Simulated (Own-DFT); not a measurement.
# Strain and stress in wurtzite GaN, 72 atoms (Ga36N36)

Calculated results; nothing here was measured. The program, named Own-DFT, is a retired in-house plane-wave density functional code that no person has reviewed. Each row is one single-point run on a periodic cell that was not relaxed, without spin or spin-orbit coupling.

Settings of every run: PBE; PseudoDojo norm-conserving scalar-relativistic files (stringent for Ga); cutoff 96 hartree; 4 x 4 x 3 k mesh centred on Gamma; Gaussian smearing of 0.01 eV.

Known limits: forces not confirmed at this smearing and k mesh; stress not checked against mesh or cutoff.

Unstrained cell vectors in Å: (9.567, 0.000, 0.000); (-4.784, 8.285, 0.000); (0.000, 0.000, 10.370). The unstrained cell has measured lattice constants (interpolated for alloys), not those of this functional. That, the random moves and any unrelaxed bonds set the pressure at no strain. Each run strains this cell uniformly, with the atoms carried along. Every atom was also moved at random, by a Gaussian of width 0.05 Å on each axis. Strain is the symmetric tensor, in per cent. Stress is positive in tension, and the pressure is minus a third of its trace.

```
run  e_xx (%)  e_yy (%)  e_zz (%)  e_yz (%)  e_xz (%)  e_xy (%)  s_xx (GPa)  s_yy (GPa)  s_zz (GPa)  s_yz (GPa)  s_xz (GPa)  s_xy (GPa)  P (GPa)  E (meV/atom)
  1     -1.96     -1.66      0.03      1.29     -0.61     -1.20      -17.87      -16.76       -9.61        2.54       -1.17       -3.76    14.75          32.6
  2      1.19     -0.38      1.83      0.70     -1.16     -1.06       -0.31       -6.12       -0.39        1.95       -2.78       -3.79     2.27           0.0
  3      0.72     -0.78     -0.05     -1.33      0.26     -0.61       -4.74      -10.82       -6.86       -2.74        0.73       -1.36     7.47          10.5
  4     -1.14      1.37     -0.55     -0.90     -1.83     -0.43       -9.97       -3.27      -12.02       -2.13       -3.01       -0.69     8.42          29.6
  5     -1.01      1.77     -1.35      0.62      1.39      0.00      -10.77       -0.61      -13.24        1.03        3.13       -0.26     8.21           8.9
  6      0.70      0.12      1.44      1.22      1.14      1.75       -2.45       -6.59       -0.84        2.08        2.04        5.51     3.29           9.0
  7     -1.78     -1.76     -1.78     -1.04     -0.61     -1.59      -19.32      -15.90      -22.98       -2.18       -1.55       -3.39    19.40          72.8
  8      1.23     -0.39      0.26     -1.53     -1.96      1.54       -2.73       -6.20       -5.19       -3.31       -4.17        3.31     4.71           2.6
  9      1.69     -1.20      1.34      1.99      0.27     -1.28       -1.60       -9.34       -1.49        4.81        0.78       -4.58     4.14          14.0
 10      0.08     -1.63     -0.98     -1.52     -0.64      1.67       -8.91      -15.75      -12.91       -2.74       -2.18        3.96    12.52          27.9
 11     -0.11     -1.37      1.22     -0.25     -1.65     -0.16       -8.02      -12.46       -3.09       -0.30       -3.21        0.32     7.86          10.7
 12     -0.44     -1.33      1.69      0.88     -1.47     -1.43       -8.21      -10.97       -2.84        2.30       -3.12       -4.42     7.34          21.3
 13      0.65      1.57     -0.49     -1.51      1.84      1.12       -4.38       -0.53       -7.72       -2.77        4.36        2.95     4.21          19.3
 14      1.06     -0.81     -1.43      1.85     -0.85     -0.15       -4.89      -10.27      -13.35        3.67       -1.75       -0.81     9.50          16.3
 15     -1.03     -1.99      0.08     -1.99     -1.73      0.41      -12.34      -20.07       -9.03       -4.15       -4.45        2.07    13.81          41.4
 16     -0.84     -1.83     -1.70      1.62     -0.28     -1.01      -14.70      -18.18      -17.49        3.86       -0.87       -3.13    16.79          49.4
 17     -1.99     -1.34     -1.67      0.32      1.00     -0.85           ?           ?           ?           ?           ?           ?        ?             ?
```

E is the free energy for each atom above the lowest run shown.

## Worked fit

Each stress component was fitted by least squares to a constant and the strains of the runs shown, as fractions, with shears doubled. Shear strains stay in the fit of a normal stress only where such slopes are resolved. The slopes, in GPa:

| stress | at no strain | per e_xx | per e_yy | per e_zz | scatter |
|---|---|---|---|---|---|
| s_xx | -7.2 | 401 ± 22 | 113 ± 18 | 113 ± 20 | 0.86 |
| s_yy | -7.3 | 110 ± 36 | 445 ± 30 | 61 ± 33 | 1.40 |
| s_zz | -8.0 | 129 ± 38 | 70 ± 31 | 440 ± 35 | 1.48 |

Each shear stress against twice its own strain: yz 101 ± 4, xz 102 ± 5, xy 140 ± 10 GPa. These are stiffnesses along x, y and z of the frame in which the cell vectors are given, which need not be the crystal's axes. The atoms are held to the strained lattice; where symmetry lets them move under strain, relaxing them would lower some slopes. The table should be nearly symmetric about its diagonal, and what it lacks of that shows the noise. A ninth of its sum, 209 ± 4 GPa, estimates the bulk modulus near the mean pressure of these runs, 9.0 GPa, so it lies above the value at zero pressure.

## Withheld run

Question: what normal stresses and pressure should run 17 give?

The fit gives s_xx = -18.6, s_yy = -16.5, s_zz = -18.9 and P = 18.0 GPa. The calculation gave -21.09, -15.97, -16.96 and P = 18.00 GPa.
